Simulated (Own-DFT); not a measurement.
GaN (wurtzite, strained, atoms displaced) (calculated)

Computed with Own-DFT development build. A calculation, not a measurement: plane-wave PBE density functional theory by an unreviewed code, no spin, of a simulated periodic cell, stress positive in tension, free energy of the whole cell less one offset for each atom, forces on such cells passed a denser k mesh, this cell's mesh not checked; offsets are fitted by least squares, one for each functional and potential file, so energies compare only between cells with the same atoms and settings and are not formation energies; the far tail of each file's local potential was reset to the Coulomb form; each entry is a single point on an unrelaxed cell, so the pressure reflects the starting lattice, mostly measured values (interpolated for alloys), from which strain is counted, and rises with the displacements; printed positions are rounded, which can move forces by about a meV/angstrom; the program, named Own-DFT, is a retired in-house code; no spin-orbit coupling.

### GaN (wurtzite, strained, atoms displaced)

```
GaN
1.0
     12.7560     0.0000     0.0000
     -4.7835     8.2853     0.0000
      0.0000     0.0000    10.3441
Ga N Ga N Ga N Ga N Ga N Ga N Ga N Ga N Ga N Ga N Ga N Ga N Ga N Ga N Ga N Ga N Ga N Ga N Ga N Ga N Ga N Ga N Ga N Ga N
2 2 2 2 2 2 2 2 2 2 2 2 2 2 2 2 2 2 2 2 2 2 2 2 2 2 2 2 2 2 2 2 2 2 2 2 2 2 2 2 2 2 2 2 2 2 2 2
Direct
  0.08054 0.22522 0.00334
  0.16530 0.10585 0.24935
  0.08411 0.22797 0.18780
  0.17191 0.11522 0.43854
  0.08265 0.22442 0.49699
  0.16906 0.11167 0.75614
  0.08161 0.22779 0.68946
  0.16804 0.10686 0.94364
  0.08212 0.56279 0.99790
  0.16767 0.44956 0.25642
  0.09765 0.56210 0.18760
  0.16632 0.44579 0.43903
  0.07972 0.55096 0.50570
  0.16581 0.44135 0.74795
  0.07411 0.55608 0.68998
  0.16822 0.45675 0.94369
  0.08756 0.88457 0.99782
  0.16886 0.77460 0.24588
  0.07687 0.88541 0.19506
  0.16301 0.77384 0.44430
  0.08542 0.88770 0.49594
  0.16027 0.77038 0.75028
  0.08383 0.88812 0.69333
  0.16409 0.77471 0.94009
  0.33611 0.21646 0.99682
  0.41419 0.10782 0.24596
  0.33235 0.21753 0.19227
  0.41875 0.11287 0.43681
  0.33365 0.22213 0.50062
  0.41609 0.10428 0.75201
  0.33608 0.23110 0.68356
  0.41387 0.10965 0.95047
  0.33471 0.56428 0.99605
  0.41856 0.44402 0.24998
  0.33924 0.55332 0.18909
  0.41339 0.43254 0.43313
  0.33157 0.55917 0.50486
  0.41548 0.44958 0.75084
  0.34331 0.56401 0.68509
  0.42912 0.45652 0.93900
  0.32818 0.88735 0.00235
  0.42323 0.78303 0.25679
  0.34290 0.89209 0.19181
  0.41017 0.77553 0.44106
  0.33585 0.89468 0.50528
  0.41422 0.77592 0.75061
  0.33599 0.89204 0.68649
  0.41856 0.78128 0.94209
  0.58781 0.22127 0.00197
  0.67043 0.11050 0.25104
  0.58195 0.22238 0.19636
  0.67332 0.11239 0.43975
  0.58307 0.22440 0.50136
  0.65959 0.10272 0.75018
  0.58970 0.21944 0.68861
  0.67308 0.11695 0.94351
  0.58286 0.55122 0.00207
  0.67087 0.44053 0.25249
  0.58972 0.56416 0.19765
  0.66998 0.44403 0.44058
  0.58254 0.55499 0.50049
  0.66254 0.44317 0.74918
  0.58470 0.56547 0.68607
  0.66794 0.44348 0.93587
  0.58573 0.89187 0.99345
  0.66835 0.77511 0.24629
  0.58366 0.89212 0.18611
  0.66680 0.78124 0.43869
  0.58423 0.89629 0.49411
  0.67332 0.77176 0.74562
  0.58588 0.89882 0.68173
  0.66734 0.77280 0.93264
  0.83675 0.21545 0.99951
  0.91564 0.11150 0.25552
  0.83213 0.22151 0.18106
  0.91203 0.10899 0.43873
  0.83921 0.21679 0.49691
  0.91480 0.11308 0.75493
  0.82663 0.23275 0.69102
  0.92139 0.11477 0.94154
  0.82901 0.55380 0.99595
  0.91201 0.43428 0.24841
  0.84042 0.56738 0.19620
  0.92391 0.44993 0.44531
  0.82840 0.56422 0.49522
  0.91880 0.44597 0.75030
  0.83417 0.55065 0.69172
  0.91791 0.43978 0.92873
  0.83365 0.89746 0.00043
  0.91451 0.78163 0.24789
  0.83955 0.89521 0.18424
  0.91386 0.77942 0.44127
  0.82496 0.89219 0.50190
  0.92137 0.78846 0.74992
  0.83893 0.90230 0.69704
  0.91157 0.77716 0.93865
```

| Property | Result |
| --- | --- |
| functional | PBE |
| potential files | PseudoDojo norm-conserving, scalar-relativistic, standard set with the stringent files for Ga |
| wave cutoff | 96 hartree |
| occupations | Gaussian |
| smearing width | 0.01 eV |
| k mesh | 3 x 4 x 3 centred on Gamma |
| free energy of cell above offsets | -5.263 eV |
| pressure | 7.3 GPa |
| stress xx | -5.97 GPa |
| stress yy | -8.98 GPa |
| stress zz | -6.96 GPa |
| stress yz | -0.83 GPa |
| stress xz | -0.43 GPa |
| stress xy | -0.21 GPa |

Force:
```
element  x (eV/Å)  y (eV/Å)  z (eV/Å)
     Ga     1.516     0.769     0.015
     Ga    -0.291     0.886    -0.023
      N     0.003    -0.532     1.038
      N    -1.283    -0.722     0.097
     Ga     0.699    -0.504     0.395
     Ga    -0.284     0.205    -0.873
      N     0.652    -1.021    -0.209
      N    -0.567     0.821    -0.297
     Ga     0.013    -1.698     0.774
     Ga     1.714    -0.426    -1.135
      N    -2.407    -0.741    -0.627
      N     0.031    -0.055      0.99
     Ga     0.622     1.093    -0.471
     Ga    -0.383     1.327     0.773
      N     2.986     0.159    -0.085
      N     0.714    -1.276    -1.377
     Ga    -2.471      0.28     1.052
     Ga    -0.309     0.977     1.453
      N     1.801     0.147    -1.223
      N     1.153     0.302    -0.768
     Ga    -0.895     0.322     0.611
     Ga     0.592     0.946    -0.278
      N     0.253     0.911    -0.728
      N      0.76     0.757     -0.72
     Ga      -1.8     2.035     1.381
     Ga     0.258     0.601     0.972
      N    -0.189     0.409    -1.092
      N    -0.013    -0.224     0.345
     Ga     0.403    -0.267    -0.531
     Ga    -0.113     1.564     0.122
      N     0.335    -0.864     1.706
      N     2.037    -0.571    -2.005
     Ga     0.811    -1.061     1.444
     Ga     0.119    -0.342    -0.323
      N    -1.076     0.806    -0.087
      N    -0.193     2.065     1.257
     Ga     0.952    -0.815    -1.628
     Ga     1.319     -0.26     0.236
      N    -1.826    -0.834     0.938
      N    -2.375    -1.891    -0.493
     Ga     1.225    -0.185     0.464
     Ga    -0.143    -1.257    -0.917
      N    -1.424    -0.871    -0.616
      N     0.958     0.577     0.134
     Ga     -0.75    -0.341    -1.413
     Ga     0.913     1.226     0.051
      N    -0.779    -1.028     1.388
      N    -0.619     0.655    -1.062
     Ga    -0.578     0.227     0.597
     Ga    -0.857    -0.037    -0.038
      N     0.861    -0.013    -1.074
      N     -0.87     0.668     -0.72
     Ga     0.789    -0.428    -0.244
     Ga      1.53     1.434     0.615
      N    -2.637     0.533     0.226
      N    -0.494    -0.937    -0.854
     Ga     1.222     1.219     0.837
     Ga    -0.637     0.844    -0.054
      N     0.386    -2.215    -1.432
      N    -1.347    -0.262    -0.203
     Ga    -0.418    -0.204    -0.869
     Ga     1.074     0.205    -0.499
      N     0.362    -2.091    -0.233
      N    -0.797     -0.66     0.589
     Ga     0.365    -0.431     0.689
     Ga    -0.284     1.858     0.475
      N     0.989    -0.187     0.053
      N    -0.608      -0.7    -0.394
     Ga    -0.236    -0.946     0.683
     Ga    -1.531     2.003     0.661
      N     0.277    -2.382      0.62
      N    -0.276     0.752      0.81
     Ga    -0.818     1.611    -0.762
     Ga     0.503     0.257    -1.365
      N     0.504     -0.16     1.278
      N     2.081    -0.343    -0.242
     Ga    -2.614     2.316     1.979
     Ga    -0.838     1.778    -0.471
      N     1.926    -1.975    -0.575
      N    -0.128    -0.403    -0.622
     Ga      1.31     0.379     0.403
     Ga     0.761     2.047     0.855
      N    -0.024     -2.29    -1.419
      N    -1.896    -1.444      -1.7
     Ga     2.352    -0.808     1.706
     Ga    -1.678     -0.65    -0.601
      N    -1.571     1.639     -0.65
      N    -0.456     0.419     2.872
     Ga      0.49    -1.338     -0.49
     Ga     0.262     0.177     1.074
      N    -1.286     0.039     0.734
      N    -0.385     1.314    -0.281
     Ga     1.855    -0.359     0.601
     Ga    -0.272    -1.742     0.134
      N     0.038    -1.241    -1.618
      N     0.948     0.476     0.263
```
